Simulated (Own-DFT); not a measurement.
# Response to strain: wurtzite AlGaN with randomly placed atoms, 72 atoms (Al9Ga27N36)

Calculated results; nothing here was measured. They come from Own-DFT, an in-house plane-wave density functional program, since retired, whose code no person has reviewed. Each row is one single-point run on a periodic cell that was not relaxed, without spin or spin-orbit coupling.

Settings of every run: PBE; PseudoDojo norm-conserving scalar-relativistic files (stringent for Ga); cutoff 96 hartree; 4 x 4 x 3 k mesh centred on Gamma; Gaussian smearing of 0.01 eV.

Known limits: forces on such cells passed a denser k mesh, each cell not checked; stress not checked against mesh or cutoff.

Unstrained cell vectors in Å: (9.509, 0.000, 0.000); (-4.755, 8.235, 0.000); (0.000, 0.000, 10.268). The unstrained cell has measured lattice constants (interpolated for alloys), not those of this functional. That, the random moves and any unrelaxed bonds set the pressure at no strain. Each run strains this cell uniformly, with the atoms carried along. Every atom was also moved at random, by a Gaussian of width 0.05 Å on each axis. The random placing of the alloy's atoms differs from row to row. Strain is the symmetric tensor, in per cent. Stress is positive in tension, and the pressure is minus a third of its trace.

| run | e_xx (%) | e_yy (%) | e_zz (%) | s_xx (GPa) | s_yy (GPa) | s_zz (GPa) | P (GPa) | E (meV/atom) |
|---|---|---|---|---|---|---|---|---|
| 1 | 0.00 | 0.00 | 0.50 | -5.28 | -5.79 | -6.81 | 5.96 | 8.7 |
| 2 | 0.00 | 0.00 | 0.75 | -5.24 | -6.20 | -4.81 | 5.42 | 10.1 |
| 3 | 0.00 | 0.00 | 1.25 | -6.93 | -6.63 | -1.06 | 4.87 | 15.1 |
| 4 | 0.00 | 0.00 | -1.50 | -8.23 | -8.31 | -14.90 | 10.48 | 39.5 |
| 5 | 0.00 | 0.00 | -2.00 | -7.53 | -7.56 | -17.20 | 10.76 | 10.9 |
| 6 | 0.00 | 0.00 | 1.75 | -5.41 | -8.13 | 1.15 | 4.13 | 22.7 |
| 7 | 0.00 | 0.00 | -1.75 | -7.57 | -8.87 | -17.59 | 11.34 | 39.2 |
| 8 | 0.00 | 0.00 | 2.00 | -4.97 | -6.11 | 2.08 | 3.00 | 0.0 |
| 9 | 0.00 | 0.00 | -0.50 | ? | ? | ? | ? | ? |

E is the free energy for each atom above the lowest run shown.

## Worked fit

The change of volume is close to e_xx + e_yy + e_zz. A straight line through the runs shown gives P = 7.25 - 203 x (fractional change of volume) GPa, with an error of 10 on the slope and a scatter of 0.42 GPa. The strain isn't the same on all axes and the cell isn't cubic, so the slope belongs to this path and is not the bulk modulus.

## Withheld run

Question: what pressure should run 9 give? Its volume changes by -0.50 %.

The line gives 8.3 GPa. The calculation gave 8.32 GPa.
